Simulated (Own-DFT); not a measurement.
Hf36O71 (tetragonal hafnia with one neutral oxygen vacancy, atoms displaced) (calculated)

Computed with Own-DFT development build. A calculation, not a measurement: plane-wave PBE and HSE06 DFT by an unreviewed code, no spin, of a simulated cell at Gamma alone, so results move with cell size and shape, stress positive in tension, energies less offsets, not probed for a lower state with spin; hafnium file: forces about 75 meV/angstrom off all-electron values; oxygen file: force components 24 meV/angstrom off all-electron in a glass; k mesh not checked against a denser one; forces and stress are PBE's, HSE06 gives the energy alone, and its difference from PBE has offsets of its own; offsets are fitted by least squares, one for each functional and potential file, so energies compare only between cells with the same atoms and settings and are not formation energies; the far tail of each file's local potential was reset to the Coulomb form; each entry is a single point on an unrelaxed cell, so the pressure reflects the starting lattice, taken from the Materials Project, from which strain is counted, and rises with the displacements; printed positions are rounded, which can move forces by about a meV/angstrom; the program is a retired in-house code; no spin-orbit coupling.

Settings shared by all entries: first functional PBE; second functional HSE06; exact exchange share 0.25; screening 0.11 1/bohr; exchange divergence Gygi-Baldereschi; potential files PseudoDojo norm-conserving, scalar-relativistic, made for PBE, standard set; wave cutoff 48 hartree; occupations fixed; k mesh 1 x 1 x 1 centred on Gamma.

(1) Hf36O71 (tetragonal hafnia with one neutral oxygen vacancy, atoms displaced)

```
Hf36O71
1.0
     10.7800     0.0000     0.0000
      0.0000    10.7800     0.0000
      0.0000     0.0000    10.4493
Hf O Hf O Hf O Hf O Hf O Hf O Hf O Hf O Hf O Hf O Hf O Hf O Hf O Hf O Hf O Hf O Hf O Hf O
2 4 2 4 2 4 2 4 2 4 2 4 2 4 2 4 2 4 2 4 2 4 2 4 2 4 2 4 2 4 2 4 2 4 2 3
Direct
  0.99625 0.99604 0.00337
  0.16993 0.16639 0.25283
  0.00146 0.16906 0.15393
  0.16801 0.00036 0.34610
  0.99826 0.16620 0.40247
  0.17098 0.99840 0.09938
  0.00344 0.00616 0.50129
  0.17427 0.16551 0.75081
  0.00106 0.16632 0.65331
  0.17002 0.00189 0.85026
  0.00070 0.16739 0.90347
  0.16875 0.00330 0.59699
  0.99746 0.33027 0.99853
  0.16878 0.49442 0.24369
  0.00315 0.50336 0.14969
  0.16442 0.33077 0.34611
  0.99988 0.50490 0.40176
  0.16999 0.33128 0.09934
  0.99713 0.33175 0.49331
  0.16679 0.50022 0.75075
  0.99935 0.50425 0.66135
  0.16545 0.33288 0.85105
  0.00638 0.50051 0.90043
  0.16522 0.33454 0.60195
  0.99608 0.66116 0.00179
  0.16734 0.83511 0.25184
  0.99685 0.83232 0.15394
  0.16698 0.67019 0.34652
  0.00052 0.83101 0.40073
  0.16228 0.66479 0.10062
  0.99967 0.66689 0.49801
  0.16616 0.83552 0.74758
  0.99570 0.83207 0.64710
  0.16371 0.66809 0.85027
  0.00380 0.82891 0.90525
  0.16246 0.66522 0.59664
  0.33255 0.00467 0.99733
  0.49827 0.16389 0.25434
  0.33850 0.16270 0.15079
  0.50247 0.99670 0.34070
  0.33268 0.16225 0.39953
  0.49831 0.99844 0.09166
  0.33234 0.00019 0.49679
  0.49457 0.16318 0.74880
  0.33504 0.16814 0.65021
  0.49480 0.00176 0.84568
  0.33419 0.16970 0.89555
  0.50200 0.99417 0.59477
  0.33008 0.33335 0.99707
  0.50284 0.49894 0.24825
  0.33740 0.49945 0.15035
  0.50063 0.33366 0.34465
  0.32753 0.50250 0.40470
  0.50418 0.32934 0.09576
  0.33439 0.33585 0.49732
  0.49770 0.49772 0.74566
  0.33668 0.49563 0.65531
  0.49499 0.33285 0.84446
  0.33688 0.50413 0.90225
  0.50386 0.33044 0.59314
  0.33561 0.66573 0.00190
  0.50051 0.83736 0.25171
  0.33288 0.82985 0.15528
  0.49885 0.66609 0.35482
  0.33097 0.83409 0.40577
  0.49900 0.66899 0.10283
  0.33116 0.66944 0.50314
  0.50141 0.83791 0.74731
  0.33373 0.83204 0.64985
  0.49707 0.66776 0.85018
  0.33042 0.83322 0.89938
  0.50206 0.66500 0.59437
  0.67071 0.00185 0.00194
  0.83175 0.16280 0.25126
  0.66606 0.16828 0.15040
  0.83428 0.00308 0.34997
  0.66970 0.17038 0.40271
  0.83149 0.99180 0.09770
  0.66691 0.00028 0.49666
  0.83217 0.16832 0.75082
  0.67371 0.16712 0.65089
  0.82950 0.99821 0.84822
  0.66599 0.16271 0.90002
  0.83568 0.99794 0.59468
  0.66341 0.33443 0.00161
  0.83347 0.49707 0.24922
  0.66507 0.50803 0.15609
  0.83397 0.33565 0.34058
  0.66673 0.50056 0.40347
  0.82772 0.32905 0.10040
  0.66453 0.33033 0.49647
  0.83135 0.50502 0.75324
  0.66763 0.50475 0.65464
  0.83506 0.33067 0.84573
  0.66536 0.49838 0.90171
  0.82972 0.33179 0.59657
  0.66956 0.66911 0.99821
  0.83743 0.83349 0.24951
  0.67191 0.84038 0.15160
  0.83504 0.66656 0.34704
  0.66886 0.83455 0.40775
  0.83689 0.66558 0.09800
  0.66904 0.66799 0.50116
  0.83400 0.83414 0.74410
  0.66628 0.83508 0.65076
  0.66330 0.83456 0.89980
  0.83108 0.66684 0.59575
```

| Quantity | Value |
| --- | --- |
| PBE energy of cell above offsets | -100.570 eV |
| HSE06 less PBE above offsets | -0.119 eV |
| PBE pressure | 0.99 GPa |
| PBE stress xx | -0.6 GPa |
| PBE stress yy | -0.74 GPa |
| PBE stress zz | -1.64 GPa |
| PBE stress yz | 0.25 GPa |
| PBE stress xz | 0.18 GPa |
| PBE stress xy | 0.02 GPa |

Force:
```csv
element,x (eV/Å),y (eV/Å),z (eV/Å)
Hf,0.978,0.011,-0.563
Hf,-0.158,-0.418,-1.267
O,-0.271,-0.307,0.171
O,-0.158,0.399,0.685
O,0.201,0.342,-0.38
O,-1.026,0.205,-0.19
Hf,-0.94,-1.282,0.173
Hf,-1.563,0.615,-0.01
O,0.282,-0.216,-0.104
O,-0.232,-0.147,-0.559
O,-0.069,-0.788,0.389
O,0.177,-0.171,0.211
Hf,-0.09,0.162,-0.011
Hf,0.075,1.892,0.523
O,-0.81,-0.936,0.245
O,0.14,0.1,0.48
O,0.049,-1.503,-0.053
O,-0.438,0.105,0.007
Hf,-0.084,0.802,1.571
Hf,-0.504,0.469,0.387
O,-0.405,-0.174,-0.777
O,0.443,-0.062,-0.009
O,-0.89,-0.584,0.537
O,0.245,-0.026,-1.063
Hf,1.718,0.425,-0.45
Hf,-0.211,-1.166,-0.626
O,0.897,0.602,-0.309
O,0.161,-0.817,-0.014
O,-0.01,1.191,0.211
O,0.899,-0.062,-0.327
Hf,-0.136,0.357,-0.011
Hf,0.038,-1.04,1.035
O,1.068,0.303,0.616
O,0.455,-0.046,-0.935
O,-0.7,0.833,-0.347
O,0.855,0.047,0.408
Hf,0.082,-1.301,-0.077
Hf,0.599,0.681,-1.589
O,-0.727,0.373,0.074
O,0.044,1.249,1.333
O,0.303,0.983,-0.026
O,0.389,-0.06,0.393
Hf,0.065,-0.83,0.69
Hf,1.872,0.78,0.179
O,-0.073,-0.171,-0.604
O,-0.093,-0.12,-0.273
O,-0.179,-0.212,0.3
O,-0.573,0.661,-0.223
Hf,0.919,0.818,-0.167
Hf,-0.19,1.511,0.611
O,-0.408,-0.38,0.092
O,-0.452,-0.387,0.322
O,0.033,-0.851,-0.061
O,-1.154,0.38,0.167
Hf,-0.451,0.407,0.624
Hf,1.097,1.122,1.067
O,-0.877,-0.032,-0.86
O,0.215,-0.325,-0.119
O,-0.43,-1.112,0.147
O,-0.896,0.066,0.092
Hf,-0.419,1.055,-0.181
Hf,0.108,-2.633,-1.305
O,0.274,0.259,0.165
O,-0.033,0.275,-1.037
O,0.177,0.497,-0.363
O,0.629,0.009,-0.409
Hf,0.453,-0.143,-0.504
Hf,-0.204,-1.26,0.745
O,-0.38,0.05,0.127
O,0.264,-0.061,-0.568
O,0.041,0.339,0.491
O,-0.59,0.119,0.651
Hf,-0.948,-0.49,-0.548
Hf,0.05,0.886,-0.676
O,-0.001,-0.78,0.648
O,-0.096,-0.559,-0.306
O,-0.367,-1.078,-0.794
O,0.928,1.003,0.45
Hf,1.066,-0.093,0.941
Hf,0.388,-0.291,-0.213
O,-1.778,-0.384,-0.032
O,0.579,-0.016,-0.002
O,-0.089,0.998,0.29
O,-0.246,0.029,-0.026
Hf,0.516,-0.833,-0.869
Hf,0.146,1.241,-0.052
O,0.576,-0.474,-0.614
O,0.387,-0.969,0.915
O,0.115,-0.425,-0.135
O,0.745,0.647,-0.61
Hf,0.929,1.211,0.842
Hf,-0.006,-0.157,-0.219
O,-0.076,-0.231,0.019
O,0.131,0.973,0.474
O,0.571,0.483,0.451
O,0.884,0.157,-0.772
Hf,-0.963,0.02,0.014
Hf,-0.447,-0.283,0.762
O,-0.868,-0.585,0.427
O,-0.281,-0.112,-0.251
O,-0.109,0.113,-0.783
O,-1.261,0.03,-0.4
Hf,-0.871,-0.584,-0.358
Hf,-0.406,-0.196,0.585
O,0.339,0.025,0.179
O,0.33,-0.173,0.239
O,0.709,0.026,0.877
```

(2) Hf36O71 (tetragonal hafnia with one neutral oxygen vacancy, atoms displaced)

```
Hf36O71
1.0
     10.7800     0.0000     0.0000
      0.0000    10.7800     0.0000
      0.0000     0.0000    10.4493
Hf O Hf O Hf O Hf O Hf O Hf O Hf O Hf O Hf O Hf O Hf O Hf O Hf O Hf O Hf O Hf O Hf O Hf O
2 4 2 4 2 4 2 4 2 3 2 4 2 4 2 4 2 4 2 4 2 4 2 4 2 4 2 4 2 4 2 4 2 4 2 4
Direct
  0.00273 0.99863 0.00306
  0.16082 0.16339 0.24867
  0.99953 0.16968 0.15003
  0.16821 0.99708 0.34426
  0.99799 0.16588 0.40586
  0.16776 0.99560 0.09652
  0.00018 0.99843 0.49689
  0.16576 0.16823 0.75243
  0.00053 0.16827 0.64782
  0.16819 0.99723 0.85146
  0.99942 0.16953 0.90339
  0.16368 0.99923 0.59815
  0.00228 0.33166 0.99828
  0.16329 0.49945 0.25298
  0.99840 0.50269 0.15496
  0.16637 0.32764 0.34972
  0.99725 0.50490 0.40691
  0.16682 0.33241 0.10069
  0.99747 0.33751 0.49544
  0.16366 0.49843 0.75130
  0.00189 0.50440 0.64764
  0.16686 0.33483 0.84950
  0.00203 0.50225 0.89795
  0.17043 0.33046 0.60293
  0.00263 0.66442 0.00415
  0.16830 0.82831 0.24754
  0.16727 0.66727 0.34410
  0.99801 0.83033 0.40291
  0.16507 0.67083 0.09909
  0.00421 0.66790 0.50336
  0.16700 0.83036 0.75060
  0.99897 0.83136 0.65199
  0.16570 0.66619 0.84943
  0.99819 0.83984 0.89950
  0.17188 0.66855 0.60090
  0.33377 0.00131 0.00538
  0.49813 0.16596 0.25224
  0.33341 0.16484 0.15261
  0.49837 0.00254 0.34447
  0.33281 0.16353 0.39898
  0.49844 0.99578 0.09754
  0.33479 0.00319 0.50087
  0.49871 0.16779 0.74440
  0.33276 0.16852 0.65182
  0.49839 0.00337 0.85261
  0.33500 0.16526 0.90134
  0.50509 0.00160 0.59529
  0.33352 0.32961 0.99836
  0.50019 0.49775 0.24815
  0.33785 0.50241 0.14697
  0.50155 0.32891 0.34818
  0.33172 0.49895 0.40438
  0.49743 0.33477 0.09671
  0.33179 0.33425 0.49962
  0.50449 0.50268 0.74753
  0.33052 0.49817 0.65326
  0.49968 0.33195 0.85208
  0.33480 0.50019 0.90590
  0.50451 0.33549 0.60205
  0.33201 0.66614 0.99922
  0.50217 0.83482 0.24523
  0.33307 0.83222 0.15296
  0.49905 0.66787 0.34774
  0.33764 0.83464 0.39976
  0.50122 0.66891 0.10203
  0.33138 0.66646 0.49352
  0.49823 0.83391 0.75483
  0.32835 0.83045 0.65614
  0.50316 0.66899 0.84867
  0.33263 0.83290 0.90005
  0.49435 0.67052 0.59682
  0.66319 0.00040 0.99695
  0.83130 0.17147 0.25461
  0.66563 0.17174 0.15171
  0.83338 0.00003 0.34794
  0.66973 0.16417 0.40070
  0.83527 0.99918 0.09819
  0.66800 0.00077 0.50488
  0.83362 0.16789 0.75094
  0.67060 0.16674 0.64972
  0.82979 0.00256 0.84759
  0.66635 0.16263 0.90537
  0.83111 0.00455 0.59809
  0.66840 0.33529 0.00194
  0.82963 0.49858 0.25521
  0.67107 0.49914 0.14919
  0.83892 0.33418 0.34536
  0.66481 0.49591 0.40181
  0.83862 0.32981 0.09569
  0.66678 0.33344 0.49480
  0.82801 0.49966 0.74827
  0.66542 0.50035 0.64854
  0.83160 0.33659 0.84533
  0.66718 0.49924 0.90240
  0.83319 0.32906 0.59739
  0.67017 0.66724 0.00090
  0.83491 0.83622 0.24768
  0.67106 0.83236 0.15178
  0.82754 0.66538 0.34568
  0.66662 0.83290 0.40566
  0.83570 0.67320 0.10014
  0.66292 0.66798 0.50133
  0.82884 0.83318 0.74952
  0.66680 0.82990 0.65429
  0.83399 0.66418 0.84480
  0.66575 0.83264 0.90292
  0.83651 0.66893 0.59856
```

| Item | Value |
| --- | --- |
| PBE energy of cell above offsets | -101.183 eV |
| HSE06 less PBE above offsets | -0.143 eV |
| PBE pressure | 0.43 GPa |
| PBE stress xx | 0.29 GPa |
| PBE stress yy | -0.67 GPa |
| PBE stress zz | -0.9 GPa |
| PBE stress yz | 0.15 GPa |
| PBE stress xz | -0.43 GPa |
| PBE stress xy | -0.01 GPa |

Force:
```csv
element,x (eV/Å),y (eV/Å),z (eV/Å)
Hf,-0.612,0.022,-0.628
Hf,0.656,-0.1,0.064
O,-0.003,-0.251,0.507
O,-0.376,0.059,0.204
O,0.083,0.287,-0.839
O,-0.407,0.021,0.622
Hf,-0.22,-0.056,0.749
Hf,-0.478,-0.726,-0.367
O,0.043,-0.001,0.977
O,-0.027,0.839,-0.504
O,0.174,-0.39,-0.419
O,0.682,0.166,-0.37
Hf,0.072,0.47,0.14
Hf,0.668,-0.659,-0.83
O,0.192,0.021,0.072
O,-0.223,1.128,0.046
O,0.469,-0.634,-1.056
O,0.046,0.262,-0.122
Hf,0.743,-0.993,1.605
Hf,0.326,0.367,-0.219
O,-0.435,-0.535,0.441
O,0.071,-0.402,0.219
O,-0.05,-0.616,0.652
O,-0.809,0.265,-0.788
Hf,-0.663,0.702,-1.034
Hf,-0.594,1.135,-0.204
O,0.144,-0.659,0.705
O,0.135,0.186,-0.612
O,0.221,0.04,0.193
Hf,-0.591,0.603,0.853
Hf,-0.59,0.656,0.283
O,-0.092,0.109,0.019
O,0.06,-0.113,0.259
O,-0.102,-1.333,1.177
O,-0.694,-0.136,-0.672
Hf,-0.196,-0.349,-1.234
Hf,0.122,-0.202,-0.641
O,-0.386,-0.096,-0.191
O,0.196,-0.453,0.256
O,0.099,0.691,0.625
O,0.571,0.016,0.357
Hf,-0.549,-0.779,-0.237
Hf,0.637,0.313,0.997
O,0.235,-0.36,-0.228
O,0.198,-0.475,-0.828
O,-0.347,0.098,0.042
O,-1.281,0.009,0.709
Hf,0.205,0.617,0.037
Hf,-0.079,0.508,-0.316
O,-1.193,0.107,1.278
O,-0.103,0.798,0.226
O,-0.016,-0.301,-0.754
O,0.556,0.143,0.346
Hf,0.048,-0.51,0.787
Hf,-1.542,-0.647,0.616
O,0.848,-0.106,0.144
O,0.164,0.25,-0.849
O,-0.062,0.021,-0.362
O,-0.509,-0.208,-0.725
Hf,0.541,-0.036,0.044
Hf,-0.051,-0.24,0.628
O,0.158,-0.038,-0.262
O,0.201,-0.773,-0.153
O,-0.246,0.053,0.536
O,0.308,-0.094,-0.67
Hf,0.484,0.829,0.913
Hf,-0.598,0.138,-0.269
O,1.425,0.681,-0.46
O,-0.026,-0.487,-0.089
O,0.355,-0.019,0.615
O,0.565,-0.412,0.149
Hf,0.923,-0.068,0.425
Hf,0.022,-1.747,-1.259
O,0.052,-0.115,0.41
O,0.164,0.16,-0.143
O,0.117,0.63,0.011
O,-0.195,-0.354,0.012
Hf,0.655,-0.221,-1.018
Hf,0.363,-0.359,-0.338
O,-0.928,0.052,0.393
O,-0.052,-0.35,-0.242
O,0.109,1.328,-0.344
O,0.722,-0.525,0.057
Hf,-0.311,-1.003,-0.2
Hf,0.559,1.456,-0.804
O,-0.543,-0.158,0.252
O,-0.134,0.264,0.899
O,0.114,0.559,-0.347
O,-0.724,0.271,0.17
Hf,-0.267,-0.933,1.196
Hf,1.219,0.426,-0.147
O,0.251,0.35,-0.039
O,-0.111,-0.333,0.25
O,-0.086,0.4,-0.333
O,-0.077,0.728,-0.624
Hf,-0.301,0.228,0.18
Hf,0.605,-0.255,0.148
O,-0.674,0.127,0.047
O,-0.078,0.012,0.065
O,-0.231,0.291,-0.001
O,0.261,0.01,-0.509
Hf,0.607,0.43,-0.328
Hf,1.3,0.124,0.341
O,-0.666,0.033,-0.161
O,-0.386,0.321,0.431
O,0.045,0.05,-0.142
O,-0.878,-0.25,-0.466
```
